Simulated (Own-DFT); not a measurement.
# Device materials side by side: how hard are they to compress?

No measurement is shown. These are fixed-geometry runs of a retired plane-wave code named Own-DFT, which no person has reviewed; spin and spin-orbit coupling are neglected.

Known weak points (not all hold for every row): forces on such cells moved up to 12 meV/angstrom on a denser k mesh; forces not confirmed at this smearing and k mesh; forces on such cells passed a denser k mesh, each cell not checked; stress not checked against mesh or cutoff.

All runs are PBE with PseudoDojo norm-conserving files; cutoff and k mesh are each material's own. Every cell starts from measured lattice constants and was given uniform random strains and small random moves of its atoms. Each triple is the change of volume in per cent, the rms move u in Å and the pressure in GPa.

- 2H SiC (C36Si36), 10.36 Å³/atom unstrained: (-2.93, 0.049, 12.58); (-1.88, 0.054, 10.26); (-1.22, 0.046, 8.28); (-0.76, 0.052, 6.90); (0.69, 0.051, 4.97); (1.56, 0.048, 2.20); (2.11, 0.056, 0.96)
- wurtzite AlN (Al64N64), 10.45 Å³/atom unstrained: (-3.33, 0.048, 12.91); (-1.21, 0.052, 8.79); (-0.85, 0.045, 6.71); (-0.80, 0.048, 7.43); (0.20, 0.051, 5.47); (2.25, 0.051, 1.21); (2.31, 0.048, 1.12)
- wurtzite GaN (Ga48N48), 11.42 Å³/atom unstrained: withheld
- zincblende GaAs (As32Ga32), 22.58 Å³/atom unstrained: (-3.14, 0.051, 6.78); (-2.20, 0.054, 6.33); (-1.18, 0.047, 4.95); (-0.97, 0.045, 4.89); (0.87, 0.051, 3.60); (1.15, 0.050, 3.16); (1.55, 0.051, 2.89)
- zincblende InP (In48P48), 25.27 Å³/atom unstrained: (-2.78, 0.049, 6.03); (-0.85, 0.050, 4.23); (-0.09, 0.053, 3.95); (-0.05, 0.048, 3.92); (0.52, 0.049, 3.15); (1.67, 0.048, 2.44); (2.25, 0.052, 2.15)
- grey tin (Sn64), 34.15 Å³/atom unstrained: (-2.11, 0.051, 4.80); (-1.96, 0.051, 4.78); (-1.80, 0.051, 4.83); (0.53, 0.052, 3.34); (0.72, 0.052, 3.32); (1.18, 0.052, 3.19); (1.26, 0.047, 3.00)

## Working it out

Fit a line to each set against the fractional change of volume; B is minus its slope, and u is nearly the same within a set. To take it to zero pressure, assume that B rises by 4 GPa for each GPa: B0 = B - 4 x (mean pressure). The bond length of an ideal tetrahedral crystal with the unstrained volume v is d = (√3/4)(8 v)^(1/3). Cohen's empirical rule reads B0 = (1971 - 220 L) d^(-3.5) GPa, with L = 0 for group IV crystals and SiC and 1 for III-V compounds.

```
material,L,d (Å),B (GPa),mean P (GPa),B0 (GPa),rule (GPa)
2H SiC (C36Si36),0,1.888,225 ± 10,6.6,199 ± 10,213
wurtzite AlN (Al64N64),1,1.893,208 ± 9,6.2,183 ± 9,188
wurtzite GaN (Ga48N48),1,1.950,?,?,?,169
zincblende GaAs (As32Ga32),1,2.448,84 ± 4,4.7,66 ± 4,76
zincblende InP (In48P48),1,2.541,78 ± 4,3.7,63 ± 4,67
grey tin (Sn64),0,2.810,55 ± 2,3.9,39 ± 2,53
```

A line through ln[B0/(1971 - 220 L)] against ln d has a slope of -4.0 ± 0.2 and a scatter of 8 %. Against the rule, B0 stands at 93 % for 2H SiC, 97 % for wurtzite AlN, 86 % for zincblende GaAs, 94 % for zincblende InP, 74 % for grey tin. PBE tends to make silicon and heavier crystals too soft, and the rule itself is only a guide.

## Test on the hidden row

Q: what B0 does the fitted trend give for wurtzite GaN (Ga48N48)?

From the line: 161 GPa. Its own runs give B = 201 ± 7 GPa at a mean pressure of 8.1 GPa, so B0 = 169 GPa.
